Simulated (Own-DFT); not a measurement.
# Slab less bulk: wurtzite AlN, m plane (10-10)

Calculated, not measured: single-point runs of Own-DFT, a retired in-house plane-wave DFT program that no person has reviewed, on unrelaxed cells, without spin or spin-orbit coupling.

Caveats (not all hold for every row): some atoms lie very close together; k mesh not checked against a denser one.

Both sets of runs: PBE; PseudoDojo norm-conserving scalar-relativistic files; cutoff 42 hartree; Gaussian smearing of 0.01 eV. The slab has 128 atoms in 16 layers, two equal faces of 62.02 Å² as cut, 15 Å of vacuum, a dipole correction along the normal and a 6 x 3 x 1 mesh. The bulk cell has 72 atoms, the same measured lattice constants and a 4 x 4 x 3 mesh. In the slab only the 32 atoms nearest the faces were moved at random; u is their rms move along one axis. Energies are counted from -174.06 eV for each atom.

| slab run | u (Å) | E (eV, cell) |
|---|---|---|
| 1 | 0.0463 | 21.391 |
| 2 | 0.0465 | 20.585 |
| 3 | 0.0485 | 20.382 |
| 4 | 0.0504 | 21.396 |
| 5 | 0.0508 | 20.618 |
| 6 | 0.0530 | 20.861 |
| 7 | 0.0842 | 24.441 |
| 8 | 0.0944 | 28.418 |
| 9 | 0.0951 | 27.477 |
| 10 | 0.0954 | 27.684 |
| 11 | 0.1030 | 29.767 |
| 12 | 0.1070 | 31.968 |

```
bulk run,u (Å),E (meV/atom)
1,0.0191,-3.90
2,0.0196,-3.71
3,0.0197,-2.39
4,0.0211,-0.60
5,0.0902,241.98
6,0.0952,281.05
7,0.0963,269.91
8,0.1004,315.11
9,0.1007,329.12
10,0.1032,328.08
```

Question: what is the energy of the unrelaxed surface?

## Solution

Take each set to u = 0 with E = a + b u². Rows are weighted down as u grows, with residuals divided by u² + 0.0006 Å². Slab: a = 18.37 ± 0.31 eV. Bulk: a = -15.5 ± 0.5 meV/atom. The excess is 18.37 - 128 x (-0.0155) = 20.35 ± 0.32 eV. Over two faces that is 164 meV/Å², or 2.63 ± 0.04 J/m². Relaxing the faces would lower the energy, and the unlike meshes and the reach from the smallest u down to zero add errors that aren't counted here.
